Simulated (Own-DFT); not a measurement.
# Response to strain: C40 NbSi2, 36 atoms (Nb12Si24)

All numbers below are calculated, not measured. They come from Own-DFT, an in-house plane-wave density functional program, since retired, whose code no person has reviewed. Each row is one single-point run on a periodic cell that was not relaxed, without spin or spin-orbit coupling.

Settings of every run: PBE; PseudoDojo norm-conserving scalar-relativistic files; cutoff 42 hartree; 4 x 4 x 5 k mesh centred on Gamma; cold (Marzari-Vanderbilt) smearing of 0.2 eV.

Known limits: forces on such cells failed a check on a denser k mesh; stress not checked against mesh or cutoff.

Unstrained cell vectors in Å: (0.000, 8.324, 0.000); (-9.613, 0.000, 0.000); (0.000, 0.000, 6.586). The unstrained cell was taken from the Materials Project. The random moves and any unrelaxed bonds add to the pressure at no strain. Each run strains this cell uniformly, with the atoms carried along. Every atom was also moved at random, by a Gaussian of width 0.05 Å on each axis. Strain is the symmetric tensor, in per cent. Stress is positive in tension, and the pressure is minus a third of its trace.

| run | e_xx (%) | e_yy (%) | e_zz (%) | e_yz (%) | e_xz (%) | e_xy (%) | s_xx (GPa) | s_yy (GPa) | s_zz (GPa) | s_yz (GPa) | s_xz (GPa) | s_xy (GPa) | P (GPa) | E (meV/atom) |
|---|---|---|---|---|---|---|---|---|---|---|---|---|---|---|
| 1 | -0.50 | -0.33 | 0.16 | -1.32 | 0.66 | -1.48 | -4.91 | -3.80 | -4.53 | -4.04 | 1.63 | -5.07 | 4.41 | 18.8 |
| 2 | -1.16 | -1.74 | -0.91 | -0.05 | -1.72 | 0.30 | -8.67 | -11.76 | -11.39 | -0.65 | -5.98 | 0.75 | 10.61 | 32.6 |
| 3 | -1.49 | -0.74 | -1.33 | -1.06 | -0.81 | -0.72 | -9.71 | -7.45 | -12.96 | -3.90 | -2.93 | -2.72 | 10.04 | 22.6 |
| 4 | -0.12 | -1.37 | 1.70 | -1.79 | 0.44 | 1.15 | -2.18 | -5.94 | 2.31 | -5.10 | 1.03 | 3.25 | 1.94 | 3.9 |
| 5 | 1.67 | 1.06 | -1.29 | 0.03 | -1.26 | 1.68 | 2.61 | 1.99 | -6.96 | -0.02 | -4.19 | 4.54 | 0.79 | 0.0 |
| 6 | 1.24 | -1.83 | 0.13 | 0.25 | -0.79 | -0.17 | 1.15 | -8.20 | -3.85 | 1.40 | -3.28 | -0.62 | 3.63 | 3.0 |
| 7 | -0.79 | 1.74 | 1.54 | -1.98 | 1.63 | -1.60 | -2.90 | 3.71 | 2.87 | -6.32 | 4.47 | -4.80 | -1.23 | 18.9 |
| 8 | -1.49 | 0.07 | -1.55 | -1.07 | 0.70 | -0.23 | -9.22 | -4.02 | -12.50 | -3.87 | 2.23 | -0.53 | 8.58 | 6.4 |
| 9 | -0.90 | 1.20 | -1.31 | -0.46 | 0.90 | 1.82 | -6.16 | 0.10 | -10.25 | -1.23 | 3.19 | 5.18 | 5.44 | 19.3 |
| 10 | 0.06 | 0.27 | -1.20 | -1.34 | -0.61 | -0.31 | -3.60 | -1.75 | -8.99 | -3.95 | -2.45 | -0.78 | 4.78 | 4.3 |
| 11 | 1.21 | -1.41 | 1.10 | 1.71 | -0.62 | -0.06 | 1.75 | -5.52 | 0.28 | 4.85 | -1.73 | 0.45 | 1.16 | 8.0 |
| 12 | -0.23 | -1.06 | -0.83 | -0.24 | 0.19 | -0.77 | -5.24 | -7.58 | -8.32 | 0.26 | -0.02 | -1.98 | 7.05 | 10.0 |
| 13 | 1.34 | 1.54 | -0.27 | 1.94 | 0.87 | 0.41 | 2.70 | 4.08 | -3.09 | 5.25 | 2.93 | 0.44 | -1.23 | 7.6 |
| 14 | -1.32 | -0.74 | -1.01 | 0.87 | -0.54 | 1.85 | -8.77 | -7.73 | -10.42 | 2.56 | -1.61 | 5.59 | 8.97 | 19.1 |
| 15 | -1.25 | -0.14 | 0.42 | 1.80 | 1.50 | -1.55 | -7.53 | -2.93 | -3.76 | 5.34 | 5.75 | -5.55 | 4.74 | 18.5 |
| 16 | -1.89 | -0.81 | 0.92 | 0.23 | -0.04 | 1.83 | ? | ? | ? | ? | ? | ? | ? | ? |

E is the free energy for each atom above the lowest run shown.

## Worked fit

Each stress component was fitted by least squares to a constant and the strains of the runs shown, as fractions, with shears doubled. Shear strains stay in the fit of a normal stress only where such slopes are resolved. The slopes, in GPa:

```
stress  at no strain  per e_xx  per e_yy  per e_zz  scatter
  s_xx          -2.7   360 ± 7    58 ± 7    92 ± 8     0.30
  s_yy          -2.5   91 ± 15  373 ± 14   78 ± 15     0.61
  s_zz          -4.3  111 ± 10   79 ± 10  436 ± 11     0.42
```

Each shear stress against twice its own strain: yz 144 ± 5, xz 167 ± 8, xy 152 ± 7 GPa. These are stiffnesses along x, y and z of the frame in which the cell vectors are given, which need not be the crystal's axes. The atoms are held to the strained lattice; where symmetry lets them move under strain, relaxing them would lower some slopes. The table should be nearly symmetric about its diagonal, and what it lacks of that shows the noise. A ninth of its sum, 186 ± 5 GPa, estimates the bulk modulus near the mean pressure of these runs, 4.6 GPa, so it lies above the value at zero pressure.

## Withheld run

Question: what normal stresses and pressure should run 16 give?

The fit gives s_xx = -9.1, s_yy = -6.5, s_zz = -3.0 and P = 6.2 GPa. The calculation gave -9.80, -5.62, -1.41 and P = 5.61 GPa. This run lies off the fit, by chance or by something that the fit leaves out.
